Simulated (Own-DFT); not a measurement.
HfO2 (monoclinic hafnia, atoms displaced) (calculated)

A calculation, not a measurement: plane-wave density functional theory by an unreviewed code, no spin, of a simulated periodic cell, stress positive in tension, run twice, with PBE and with PBEsol, both on files made for PBE, so the change isn't that of files made for PBEsol, hafnium file: forces about 75 meV/angstrom off all-electron values; oxygen file: force components 24 meV/angstrom off all-electron in one glass; forces on such cells passed a denser k mesh, this cell's mesh not checked; the far tail of each file's local potential was reset to the Coulomb form; each entry is a single point on an unrelaxed cell, so the pressure reflects the starting lattice, mostly measured values (interpolated for alloys), from which strain is counted, and rises with the displacements; printed positions are rounded, which can move forces by about a meV/angstrom; the program, named Own-DFT, is a retired in-house code; no spin-orbit coupling; stress was not checked against mesh or cutoff. Program: Own-DFT development build.

```yaml
- formula: HfO2
  kind: "monoclinic hafnia, atoms displaced"
  structure:
    cell_angstrom: [[10.234, 0.0, 0.0], [0.0, 10.35, 0.0], [-1.6955, 0.0, 10.4453]]
    atoms_fractional:
      - [Hf, 0.13206, 0.018, 0.10541]
      - [Hf, 0.36103, 0.27718, 0.13399]
      - [Hf, 0.36364, 0.48163, 0.3949]
      - [Hf, 0.15437, 0.22828, 0.36429]
      - [O, 0.03531, 0.1455, 0.16933]
      - [O, 0.46764, 0.42127, 0.07035]
      - [O, 0.45344, 0.34459, 0.32245]
      - [O, 0.04374, 0.08392, 0.42771]
      - [O, 0.23134, 0.39225, 0.23674]
      - [O, 0.26421, 0.13097, 0.99766]
      - [O, 0.25779, 0.12753, 0.25117]
      - [O, 0.22037, 0.37114, 0.48016]
      - [Hf, 0.14458, 0.02523, 0.60679]
      - [Hf, 0.36515, 0.2586, 0.66018]
      - [Hf, 0.36622, 0.48485, 0.90426]
      - [Hf, 0.13825, 0.22076, 0.84196]
      - [O, 0.04126, 0.16757, 0.68624]
      - [O, 0.46143, 0.41051, 0.58084]
      - [O, 0.46183, 0.32394, 0.81959]
      - [O, 0.02937, 0.07948, 0.9255]
      - [O, 0.22545, 0.3668, 0.74942]
      - [O, 0.26, 0.12857, 0.50135]
      - [O, 0.27879, 0.12649, 0.76288]
      - [O, 0.22922, 0.36143, 0.96451]
      - [Hf, 0.14049, 0.5309, 0.11207]
      - [Hf, 0.37329, 0.77602, 0.15115]
      - [Hf, 0.36418, 0.97284, 0.41159]
      - [Hf, 0.1408, 0.7232, 0.36168]
      - [O, 0.03372, 0.66821, 0.18257]
      - [O, 0.46036, 0.90442, 0.06892]
      - [O, 0.46995, 0.83786, 0.32437]
      - [O, 0.03181, 0.58206, 0.42474]
      - [O, 0.22638, 0.87277, 0.23784]
      - [O, 0.26907, 0.62519, 0.00486]
      - [O, 0.28423, 0.62753, 0.2627]
      - [O, 0.22855, 0.85553, 0.49592]
      - [Hf, 0.14407, 0.51177, 0.59789]
      - [Hf, 0.35341, 0.77153, 0.64195]
      - [Hf, 0.35977, 0.99071, 0.89201]
      - [Hf, 0.12981, 0.735, 0.8573]
      - [O, 0.03217, 0.66247, 0.66573]
      - [O, 0.46488, 0.91557, 0.60534]
      - [O, 0.45934, 0.82855, 0.82853]
      - [O, 0.03941, 0.59006, 0.93379]
      - [O, 0.21542, 0.86711, 0.73595]
      - [O, 0.28522, 0.61548, 0.51591]
      - [O, 0.26643, 0.62818, 0.75002]
      - [O, 0.21319, 0.86995, 0.98598]
      - [Hf, 0.63656, 0.02043, 0.10442]
      - [Hf, 0.86015, 0.28575, 0.13717]
      - [Hf, 0.8629, 0.465, 0.38908]
      - [Hf, 0.64208, 0.22548, 0.35764]
      - [O, 0.5271, 0.16809, 0.18064]
      - [O, 0.95857, 0.42773, 0.07541]
      - [O, 0.95908, 0.34286, 0.32757]
      - [O, 0.53354, 0.08588, 0.42577]
      - [O, 0.72908, 0.37756, 0.23164]
      - [O, 0.76482, 0.11351, 0.00204]
      - [O, 0.76401, 0.12024, 0.24605]
      - [O, 0.71576, 0.3612, 0.4813]
      - [Hf, 0.64331, 0.02181, 0.60749]
      - [Hf, 0.85455, 0.27186, 0.64481]
      - [Hf, 0.85722, 0.48849, 0.90374]
      - [Hf, 0.6395, 0.23005, 0.86621]
      - [O, 0.52838, 0.16767, 0.67584]
      - [O, 0.96106, 0.42082, 0.57282]
      - [O, 0.95504, 0.34236, 0.8128]
      - [O, 0.53536, 0.07477, 0.92382]
      - [O, 0.71589, 0.3831, 0.73265]
      - [O, 0.77904, 0.1256, 0.5145]
      - [O, 0.77496, 0.12027, 0.75605]
      - [O, 0.73023, 0.37333, 0.98531]
      - [Hf, 0.63533, 0.50874, 0.09904]
      - [Hf, 0.85211, 0.76003, 0.1386]
      - [Hf, 0.83924, 0.97345, 0.39332]
      - [Hf, 0.64335, 0.72411, 0.3534]
      - [O, 0.5523, 0.66304, 0.15931]
      - [O, 0.96874, 0.92393, 0.08433]
      - [O, 0.95923, 0.83671, 0.3354]
      - [O, 0.5375, 0.57702, 0.41623]
      - [O, 0.72188, 0.88966, 0.2635]
      - [O, 0.77717, 0.63039, 0.01269]
      - [O, 0.77811, 0.62447, 0.26127]
      - [O, 0.71353, 0.86894, 0.49062]
      - [Hf, 0.63823, 0.53768, 0.59008]
      - [Hf, 0.86485, 0.77669, 0.64847]
      - [Hf, 0.85732, 0.97686, 0.88671]
      - [Hf, 0.6531, 0.71994, 0.8489]
      - [O, 0.53441, 0.66148, 0.65753]
      - [O, 0.96823, 0.90155, 0.57561]
      - [O, 0.95095, 0.83704, 0.83118]
      - [O, 0.54253, 0.57996, 0.92938]
      - [O, 0.72276, 0.87185, 0.73197]
      - [O, 0.77781, 0.6175, 0.51158]
      - [O, 0.76668, 0.63695, 0.74248]
      - [O, 0.73304, 0.86033, 0.99548]
  settings:
    functional: "PBE, then PBEsol"
    potential_files: "PseudoDojo norm-conserving, scalar-relativistic, standard set"
    "wave_cutoff [hartree]": 72.0
    occupations: Fermi-Dirac
    "smearing_width [eV]": 0.1
    k_mesh: "2 x 2 x 2 centred on Gamma"
  results:
    "PBE_pressure [GPa]": 9.59
    "PBE_stress_xx [GPa]": -9.36
    "PBE_stress_yy [GPa]": -9.58
    "PBE_stress_zz [GPa]": -9.84
    "PBE_stress_yz [GPa]": -0.57
    "PBE_stress_xz [GPa]": 0.1
    "PBE_stress_xy [GPa]": -0.62
    "PBEsol_pressure [GPa]": 3.1
    "PBEsol_stress_xx [GPa]": -2.88
    "PBEsol_stress_yy [GPa]": -3.14
    "PBEsol_stress_zz [GPa]": -3.27
    "PBEsol_stress_yz [GPa]": -0.54
    "PBEsol_stress_xz [GPa]": 0.39
    "PBEsol_stress_xy [GPa]": -0.57
    force_element: [Hf, Hf, Hf, Hf, O, O, O, O, O, O, O, O, Hf, Hf, Hf, Hf, O, O, O, O, O, O, O, O, Hf, Hf, Hf, Hf, O, O, O, O, O, O, O, O, Hf, Hf, Hf, Hf, O, O, O, O, O, O, O, O, Hf, Hf, Hf, Hf, O, O, O, O, O, O, O, O, Hf, Hf, Hf, Hf, O, O, O, O, O, O, O, O, Hf, Hf, Hf, Hf, O, O, O, O, O, O, O, O, Hf, Hf, Hf, Hf, O, O, O, O, O, O, O, O]
    "PBE_force_x [eV/angstrom]": [2.118, -1.959, -0.602, -3.589, -4.336, -0.927, 2.831, -1.699, -1.105, 1.66, 3.205, -0.04, -3.47, 0.254, -1.91, -1.867, -1.658, -0.016, 1.037, -0.435, 0.341, 3.651, 0.354, 0.068, 0.257, -2.101, 0.283, -1.728, 0.116, 1.756, 0.215, 0.868, 0.391, 1.229, -0.556, 0.042, -1.255, 0.663, -0.397, 1.581, -0.577, 0.882, 0.654, -2.186, -0.058, -0.721, 0.478, 1.046, -0.672, 2.352, -2.063, -1.939, 0.262, 0.754, 3.85, -0.468, -1.142, 0.414, 0.618, 0.87, -1.564, 0.685, 3.217, -0.275, 2.773, -0.461, 0.178, 0.12, 0.163, -0.223, -0.568, -0.922, 0.933, 2.833, 5.688, 0.132, -1.746, -3.044, 0.404, 0.258, -2.065, 0.118, 0.381, -0.129, -1.193, 1.265, 0.235, -4.847, -1.738, 0.889, 2.174, 0.564, -1.159, 0.938, 1.468, -1.108]
    "PBE_force_y [eV/angstrom]": [-1.331, -1.331, -0.401, -0.415, 5.545, -1.658, -2.641, -0.1, -0.871, -0.664, -0.467, 0.402, -1.792, 4.148, 0.392, 2.441, -1.977, 0.264, 1.31, 0.467, 1.938, -1.288, -2.396, 1.587, 0.298, -1.515, 0.345, 0.706, -0.531, 2.463, -0.049, 0.163, 0.481, 0.158, -0.092, 1.901, 0.767, -3.012, -4.312, -0.767, 0.25, 2.348, -0.09, -0.623, 2.745, 1.222, -1.623, 0.114, -0.652, -4.572, 5.07, 0.149, -0.597, -0.246, -4.452, -0.587, -0.41, 2.291, 0.739, 0.64, -0.168, 2.17, -0.899, -0.5, -2.352, -1.719, 0.288, 1.195, 0.016, -0.418, 0.168, -0.762, 2.789, 3.385, 1.281, -0.404, 1.472, -3.04, -0.632, 1.339, -2.177, -2.001, -0.705, -0.16, -5.086, -2.328, 2.061, 2.629, 2.178, 2.691, -2.444, 0.272, 1.755, 2.277, -2.694, 0.636]
    "PBE_force_z [eV/angstrom]": [-0.857, 1.43, 1.278, -3.994, 1.464, 1.001, -0.944, 0.209, -1.237, 1.167, 1.338, 1.188, -1.183, -3.693, -4.069, 4.881, -4.568, -0.818, 3.808, -1.517, -2.869, 2.756, -1.172, 3.959, -0.615, -0.954, -2.202, -1.004, -0.767, -0.018, 1.016, -0.506, 1.272, 1.096, -0.064, -0.88, 1.893, 3.326, 0.89, -1.3, 1.061, -2.965, 0.119, -0.58, -0.157, -0.986, 1.629, -0.054, 0.328, 1.883, 3.011, -1.248, -1.478, 0.591, -2.653, 0.592, -0.014, 0.879, 1.46, 0.332, 0.593, 0.579, -3.935, -3.842, 0.261, 0.143, 1.885, -0.042, 0.738, -0.843, 0.221, 0.354, 1.508, 3.799, 1.886, 0.13, 1.431, -0.614, -0.502, -1.339, -4.748, -1.688, -0.208, 0.728, 2.111, -2.154, 3.114, -0.043, 1.649, -0.317, -0.599, -1.951, 0.949, -1.527, 2.655, -0.872]
    "PBEsol_force_x [eV/angstrom]": [2.033, -1.911, -0.602, -3.465, -4.19, -0.909, 2.731, -1.576, -0.998, 1.573, 3.034, -0.004, -3.387, 0.28, -1.892, -1.754, -1.576, -0.041, 1.014, -0.419, 0.387, 3.481, 0.287, 0.18, 0.249, -2.06, 0.287, -1.679, 0.134, 1.697, 0.195, 0.878, 0.444, 1.127, -0.628, 0.117, -1.219, 0.609, -0.381, 1.578, -0.563, 0.848, 0.612, -2.122, 0.002, -0.774, 0.405, 1.057, -0.629, 2.249, -2.01, -1.879, 0.276, 0.679, 3.715, -0.424, -1.026, 0.314, 0.497, 0.926, -1.501, 0.65, 3.145, -0.272, 2.701, -0.461, 0.139, 0.112, 0.234, -0.306, -0.612, -0.838, 0.897, 2.755, 5.513, 0.158, -1.687, -2.956, 0.359, 0.262, -1.972, 0.075, 0.318, -0.053, -1.169, 1.227, 0.24, -4.694, -1.655, 0.838, 2.111, 0.567, -1.065, 0.819, 1.344, -1.003]
    "PBEsol_force_y [eV/angstrom]": [-1.255, -1.254, -0.435, -0.498, 5.389, -1.591, -2.57, -0.088, -0.83, -0.653, -0.427, 0.405, -1.689, 4.104, 0.315, 2.354, -1.92, 0.273, 1.224, 0.408, 1.845, -1.282, -2.311, 1.537, 0.385, -1.408, 0.289, 0.634, -0.523, 2.416, -0.076, 0.14, 0.455, 0.119, -0.102, 1.847, 0.815, -2.897, -4.245, -0.777, 0.28, 2.272, -0.065, -0.615, 2.662, 1.193, -1.553, 0.103, -0.551, -4.363, 4.924, 0.083, -0.548, -0.224, -4.323, -0.594, -0.404, 2.225, 0.699, 0.606, -0.137, 2.184, -0.942, -0.542, -2.277, -1.668, 0.249, 1.162, -0.01, -0.421, 0.153, -0.732, 2.797, 3.311, 1.16, -0.421, 1.419, -2.943, -0.619, 1.308, -2.131, -1.96, -0.661, -0.127, -4.905, -2.24, 1.983, 2.541, 2.121, 2.62, -2.389, 0.233, 1.704, 2.228, -2.585, 0.604]
    "PBEsol_force_z [eV/angstrom]": [-0.864, 1.436, 1.25, -3.889, 1.436, 0.918, -0.966, 0.279, -1.196, 1.093, 1.315, 1.134, -1.198, -3.528, -3.909, 4.751, -4.408, -0.857, 3.659, -1.439, -2.774, 2.683, -1.139, 3.846, -0.609, -0.885, -2.123, -1.007, -0.718, -0.038, 0.936, -0.45, 1.237, 1.061, -0.054, -0.844, 1.798, 3.272, 0.901, -1.274, 1.07, -2.962, 0.04, -0.506, -0.177, -0.96, 1.559, -0.077, 0.295, 1.879, 2.974, -1.235, -1.404, 0.519, -2.635, 0.625, -0.034, 0.843, 1.429, 0.304, 0.572, 0.609, -3.766, -3.802, 0.315, 0.071, 1.769, 0.017, 0.715, -0.823, 0.202, 0.371, 1.432, 3.727, 1.849, 0.114, 1.447, -0.657, -0.509, -1.229, -4.601, -1.663, -0.218, 0.686, 2.051, -2.073, 3.074, -0.068, 1.633, -0.327, -0.646, -1.827, 0.924, -1.486, 2.593, -0.856]
    "rms_change_of_force_components_from_PBE_to_PBEsol [eV/angstrom]": 0.07
```
